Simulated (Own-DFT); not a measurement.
# Strain and stress in 4H SiC, 32 atoms (C16Si16)

These are calculations, not measurements. The program, named Own-DFT, is a retired in-house plane-wave density functional code that no person has reviewed. Each row is one single-point run on a periodic cell that was not relaxed, without spin or spin-orbit coupling.

Settings of every run: PBE; PseudoDojo norm-conserving scalar-relativistic files; cutoff 42 hartree; 5 x 5 x 3 k mesh centred on Gamma; Fermi-Dirac smearing of 0.1 eV.

Known limits: forces on such cells passed a denser k mesh, each cell not checked; stress not checked against mesh or cutoff.

Unstrained cell vectors in Å: (6.165, 0.000, 0.000); (-3.083, 5.339, 0.000); (0.000, 0.000, 10.068). The unstrained cell has measured lattice constants (interpolated for alloys), not those of this functional. That, the random moves and any unrelaxed bonds set the pressure at no strain. Each run strains this cell uniformly, with the atoms carried along. Every atom was also moved at random, by a Gaussian of width 0.05 Å on each axis. Strain is the symmetric tensor, in per cent. Stress is positive in tension, and the pressure is minus a third of its trace.

```
run  e_xx (%)  e_yy (%)  e_zz (%)  e_yz (%)  e_xz (%)  e_xy (%)  s_xx (GPa)  s_yy (GPa)  s_zz (GPa)  s_yz (GPa)  s_xz (GPa)  s_xy (GPa)  P (GPa)  E (meV/atom)
  1      0.69      0.24     -1.79     -1.32      1.97     -0.79       -2.83       -3.82      -14.19       -4.97        5.88       -2.14     6.95          28.6
  2      1.26     -0.77      0.97      0.82     -1.99     -1.03       -0.53       -6.36       -0.20        3.26       -6.52       -1.28     2.36          40.0
  3     -0.09     -0.61      1.46     -1.36      0.53      1.73       -6.55       -8.75        2.69       -3.81        1.13        9.81     4.20          25.3
  4     -1.56     -1.28     -0.74     -1.94      1.67      2.00      -14.74      -13.34      -17.54       -7.79        6.31       10.48    15.21          86.8
  5      0.97     -0.53     -1.24     -1.29      0.43     -0.93       -2.29       -6.60      -13.49       -3.09        2.83       -6.88     7.46          30.8
  6     -0.64      1.23     -0.79      1.53      0.27      1.82       -7.04        0.04      -11.50        4.68        1.38        8.88     6.17          52.0
  7     -0.08      1.08      1.89     -1.66     -0.66     -1.47       -2.12        0.83        4.62       -4.98       -1.32       -5.96    -1.11          23.3
  8      1.45     -0.17      1.52      0.41     -1.20      1.99        3.50       -5.80        2.45        1.62       -3.31        9.22    -0.05          31.7
  9     -0.10      0.23     -1.73      1.74     -1.08      0.93       -5.97       -7.32      -16.04        6.93       -3.48        5.54     9.78          53.8
 10      1.28     -0.74     -0.72     -1.26      0.19     -0.75        3.71       -8.72      -10.91       -2.78        0.48       -3.28     5.31          15.0
 11     -0.58      0.96     -0.42      1.61      1.20     -0.75       -5.63       -0.26       -8.88        3.97        2.70       -4.19     4.92          17.2
 12     -0.42     -1.20     -1.61      1.22     -0.37      0.95       -8.80      -12.86      -18.11        4.58       -1.39        5.33    13.26          45.6
 13      1.37     -0.55     -0.44      1.04      1.13      1.48        3.04       -7.26       -7.58        2.26        4.11        6.53     3.93           0.0
 14      0.76     -0.34      0.67      0.69      1.65      1.73       -0.28       -5.18       -5.29        2.03        5.08        9.19     3.58          37.2
 15     -1.32     -1.44      1.60     -1.24      1.81      1.70      -13.58      -15.32        3.14       -3.68        7.00        8.33     8.59          51.2
 16     -1.57     -1.48     -0.10     -0.24     -0.73      0.86           ?           ?           ?           ?           ?           ?        ?             ?
```

E is the free energy for each atom above the lowest run shown.

## Worked fit

Each stress component was fitted by least squares to a constant and the strains of the runs shown, as fractions, with shears doubled. Shear strains stay in the fit of a normal stress only where such slopes are resolved. The slopes, in GPa:

```
stress  at no strain  per e_xx  per e_yy  per e_zz  scatter
  s_xx          -4.7  540 ± 38  144 ± 44   36 ± 29     1.41
  s_yy          -5.6  117 ± 33  528 ± 38   29 ± 25     1.21
  s_zz          -6.8  107 ± 53   88 ± 62  593 ± 40     1.97
```

Each shear stress against twice its own strain: yz 153 ± 11, xz 152 ± 11, xy 230 ± 21 GPa. These are stiffnesses along x, y and z of the frame in which the cell vectors are given, which need not be the crystal's axes. The atoms are held to the strained lattice; where symmetry lets them move under strain, relaxing them would lower some slopes. The table should be nearly symmetric about its diagonal, and what it lacks of that shows the noise. A ninth of its sum, 243 ± 9 GPa, estimates the bulk modulus near the mean pressure of these runs, 6.0 GPa, so it lies above the value at zero pressure.

## Withheld run

Question: what normal stresses and pressure should run 16 give?

The fit gives s_xx = -15.3, s_yy = -15.3, s_zz = -10.4 and P = 13.7 GPa. The calculation gave -16.36, -14.52, -11.55 and P = 14.14 GPa.
